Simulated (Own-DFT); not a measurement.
# A layer strained by its substrate: wurtzite AlGaN with randomly placed atoms, 72 atoms (Al27Ga9N36)

The numbers are computed, not measured, by runs of the plane-wave DFT program Own-DFT (in-house, retired, unreviewed) at fixed positions, with no spin and no spin-orbit coupling.

Common settings: PBE; PseudoDojo norm-conserving scalar-relativistic files; cutoff 42 hartree; 4 x 4 x 3 k mesh centred on Gamma; Fermi-Dirac smearing of 0.1 eV.

Known weak points: forces on such cells passed a denser k mesh, each cell not checked; stress not checked against mesh or cutoff.

Unstrained cell vectors in Å: (9.394, 0.000, 0.000); (-4.697, 8.135, 0.000); (0.000, 0.000, 10.066). The unstrained cell has measured lattice constants (interpolated for alloys), not those of this functional. That, the random moves and any unrelaxed bonds set the pressure at no strain. Each run strains x and y alike by e, as a substrate would, and holds the height along z. All atoms carry random offsets, Gaussian with a width of 0.05 Å per axis. The random placing of the alloy's atoms differs from row to row. Stress is positive in tension.

```
e (%),u (Å),(s_xx + s_yy)/2 (GPa),s_zz (GPa)
-2.75,0.052,-25.97,-10.67
-2.25,0.051,-22.18,-9.36
-1.75,0.051,-17.25,-10.60
-1.50,0.050,-15.72,-9.35
-1.00,0.051,-11.78,-9.63
-0.75,0.049,-11.07,-7.22
0.50,0.045,?,?
1.00,0.050,-1.08,-4.90
1.25,0.051,0.45,-4.87
1.75,0.053,3.13,-5.28
```

## Analysis

With e as a fraction, the in-plane stress is -5.9 + 585 e - 5172 e² GPa (errors 13 and 923, scatter 0.48), and s_zz is -7.0 + 141 e GPa (slope ± 19, scatter 0.87). At e = 0 the first slope is C11 + C12 and the second 2 C13, both with the ions held to the strained lattice and at the cell's own pressure. The term in e² is negative: the layer stiffens under compression and softens under tension. A free layer would change its height as e changes, and the in-plane slope would drop by 2 C13²/C33 to the biaxial modulus. At fixed height, a misfit of 1 % moves the in-plane stress by about 5.8 GPa and s_zz by 1.4 GPa.

## Prediction

Question: what are the two stresses at e = 0.50 %?

Estimate: -3.1 and -6.3 GPa. The calculation gave -2.74 and -6.75 GPa.
